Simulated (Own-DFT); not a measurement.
## Calculated data, Al$_{3}$GaAs$_{4}$ (zincblende random alloy, strained, atoms displaced)

Computed with Own-DFT development build. A calculation, not a measurement: plane-wave PBE density functional theory by an unreviewed code, no spin, of a simulated periodic cell, stress positive in tension, free energy of the whole cell less one offset for each atom, forces on such cells passed a denser k mesh, this cell's mesh not checked; offsets are fitted by least squares, one for each functional and potential file, so energies compare only between cells with the same atoms and settings and are not formation energies; the far tail of each file's local potential was reset to the Coulomb form; each entry is a single point on an unrelaxed cell, so the pressure reflects the starting lattice, mostly measured values, from which strain is counted, and rises with the displacements; printed positions are rounded, which can move forces by about a meV/angstrom; the program is a retired in-house code; no spin-orbit coupling; before rounding, a Quantum ESPRESSO 7.3.1 run of the same cell and cutoff gave forces within 1 meV/angstrom rms on each cell, which checks the program and not the settings.

```cif
# cell vector a (Å): 11.3222 0.1526 -0.1155
# cell vector b (Å): 0.1526 11.1742 0.0072
# cell vector c (Å): -0.1155 0.0072 11.2035
data_Al3GaAs4
_symmetry_space_group_name_H-M 'P 1'
_symmetry_Int_Tables_number 1
_cell_length_a 11.3238
_cell_length_b 11.1752
_cell_length_c 11.2041
_cell_angle_alpha 89.934
_cell_angle_beta 91.175
_cell_angle_gamma 88.446
_cell_volume 1417.02
loop_
_atom_site_label
_atom_site_type_symbol
_atom_site_fract_x
_atom_site_fract_y
_atom_site_fract_z
_atom_site_occupancy
Al1 Al 0.00043 0.99484 0.00706 1
Ga1 Ga 0.99943 0.24640 0.24771 1
Al2 Al 0.24835 0.99045 0.25013 1
Al3 Al 0.25006 0.25225 0.99694 1
As1 As 0.13082 0.12808 0.12332 1
As2 As 0.11580 0.37692 0.36662 1
As3 As 0.37942 0.12983 0.37387 1
As4 As 0.37217 0.37598 0.11970 1
Ga2 Ga 0.00410 0.99094 0.49788 1
Ga3 Ga 0.00475 0.25472 0.74818 1
Al4 Al 0.24586 0.00210 0.75627 1
Al5 Al 0.25103 0.25109 0.50154 1
As5 As 0.12410 0.12157 0.63116 1
As6 As 0.12803 0.37211 0.87018 1
As7 As 0.37831 0.12051 0.87602 1
As8 As 0.37312 0.37729 0.62085 1
Al6 Al 0.99827 0.50572 0.00030 1
Ga4 Ga 0.00123 0.74928 0.25262 1
Al7 Al 0.24874 0.50167 0.24798 1
Al8 Al 0.25181 0.75341 0.00995 1
As9 As 0.12188 0.61962 0.12276 1
As10 As 0.12526 0.87499 0.37513 1
As11 As 0.38124 0.62247 0.37660 1
As12 As 0.37174 0.87676 0.13189 1
Al9 Al 0.00193 0.49970 0.50182 1
Al10 Al 0.99792 0.75467 0.74874 1
Al11 Al 0.24729 0.50156 0.74855 1
Al12 Al 0.24203 0.75187 0.48752 1
As13 As 0.12806 0.62129 0.62363 1
As14 As 0.12829 0.87170 0.87826 1
As15 As 0.38144 0.62452 0.87869 1
As16 As 0.37723 0.87991 0.63282 1
Al13 Al 0.50007 0.99871 0.99646 1
Al14 Al 0.49626 0.24284 0.24122 1
Ga5 Ga 0.75394 0.00034 0.25079 1
Al15 Al 0.74636 0.24718 0.00195 1
As17 As 0.62459 0.12573 0.12761 1
As18 As 0.62698 0.37787 0.37661 1
As19 As 0.87934 0.12421 0.37091 1
As20 As 0.87603 0.38198 0.12313 1
Al16 Al 0.50247 0.99519 0.50028 1
Ga6 Ga 0.49955 0.25047 0.75500 1
Al17 Al 0.75384 0.99308 0.76004 1
Al18 Al 0.74229 0.25279 0.49857 1
As21 As 0.61895 0.13007 0.61971 1
As22 As 0.62576 0.37241 0.87528 1
As23 As 0.88101 0.12208 0.88228 1
As24 As 0.87256 0.37311 0.62335 1
Al19 Al 0.50717 0.49453 0.00373 1
Al20 Al 0.50125 0.75120 0.24885 1
Ga7 Ga 0.74616 0.50374 0.24991 1
Al21 Al 0.75097 0.75226 0.99732 1
As25 As 0.62487 0.61985 0.12339 1
As26 As 0.62225 0.87770 0.36687 1
As27 As 0.87448 0.62613 0.37885 1
As28 As 0.87387 0.87669 0.12346 1
Al22 Al 0.50324 0.50341 0.49389 1
Al23 Al 0.49710 0.75153 0.74375 1
Ga8 Ga 0.74859 0.49896 0.74742 1
Al24 Al 0.74585 0.74711 0.50561 1
As29 As 0.62319 0.62841 0.62368 1
As30 As 0.62353 0.86974 0.87131 1
As31 As 0.87460 0.62811 0.86894 1
As32 As 0.87634 0.87067 0.62619 1
_calc_functional 'PBE'
_calc_potential_files 'PseudoDojo norm-conserving, scalar-relativistic, standard set'
_calc_wave_cutoff 42  # hartree
_calc_occupations 'Fermi-Dirac'
_calc_smearing_width 0.1  # eV
_calc_k_mesh '3 x 3 x 3 centred on Gamma'
_calc_free_energy_of_cell_above_offsets '-17.666'  # eV
_calc_pressure 5.15  # GPa
_calc_stress_xx -4.79  # GPa
_calc_stress_yy -5.42  # GPa
_calc_stress_zz -5.25  # GPa
_calc_stress_yz 0.54  # GPa
_calc_stress_xz -1.79  # GPa
_calc_stress_xy 2.25  # GPa
```

Force:
```
element  x (eV/Å)  y (eV/Å)  z (eV/Å)
     Al     0.756     0.328    -0.159
     Ga    -0.118     0.137    -0.437
     Al     0.054      1.77     0.718
     Al     0.386    -0.627     0.096
     As    -0.271    -0.548    -0.021
     As     1.058     -0.06     0.732
     As    -0.763    -0.892     0.054
     As     0.206     0.185     0.218
     Ga    -0.703     0.921     0.847
     Ga     -0.84    -0.702      0.31
     Al     0.502    -0.528     0.241
     Al    -0.619    -0.175    -0.374
     As         0     0.355    -1.275
     As    -0.381     1.116     0.414
     As    -0.639     0.844    -0.216
     As     0.462     0.378     0.287
     Al    -0.099    -0.913    -0.746
     Ga     -0.46    -0.386    -0.143
     Al     0.323    -0.483     0.557
     Al     0.088     -1.02    -0.539
     As      0.45     1.206     0.159
     As    -0.516     0.397    -1.265
     As    -1.164     0.997    -1.093
     As     0.943    -0.061    -1.022
     Al    -0.328    -0.303     0.061
     Al     1.054    -0.983     0.421
     Al     1.055    -0.277     0.664
     Al     1.751    -1.114     2.045
     As     -0.56     1.242    -0.415
     As    -0.419     0.217    -0.107
     As    -0.515     0.202    -0.178
     As    -1.255     0.181    -1.567
     Al     0.435    -0.503     0.896
     Al     0.013     1.087     0.947
     Ga    -0.156    -0.022     0.126
     Al     0.828     0.056     0.203
     As     0.202    -0.576    -0.856
     As    -0.717    -0.133    -1.396
     As    -0.427     0.164     0.809
     As    -0.454     -0.55    -0.148
     Al    -0.424       0.4      0.06
     Ga    -0.354    -0.042    -0.549
     Al    -0.167     1.029    -0.763
     Al     1.015    -0.838     0.306
     As     0.868    -0.802     0.785
     As     0.217     0.297    -0.289
     As    -0.393     0.502    -0.617
     As     0.123       0.2    -0.337
     Al    -0.699    -0.036    -0.347
     Al    -0.026     -0.76      0.02
     Ga     0.835    -0.488     0.627
     Al    -0.045    -0.703     0.425
     As     0.019     1.409    -0.326
     As     0.704    -0.292     0.731
     As    -0.149     0.216    -0.206
     As     0.017    -0.501      0.21
     Al     0.154    -0.871     1.314
     Al     0.125    -0.854     1.023
     Ga     0.021    -0.121     0.287
     Al     0.256     0.523     -0.78
     As    -0.254    -0.439    -0.006
     As    -0.278     0.351     0.163
     As    -0.049     0.013     0.148
     As    -0.679     0.879    -0.727
```
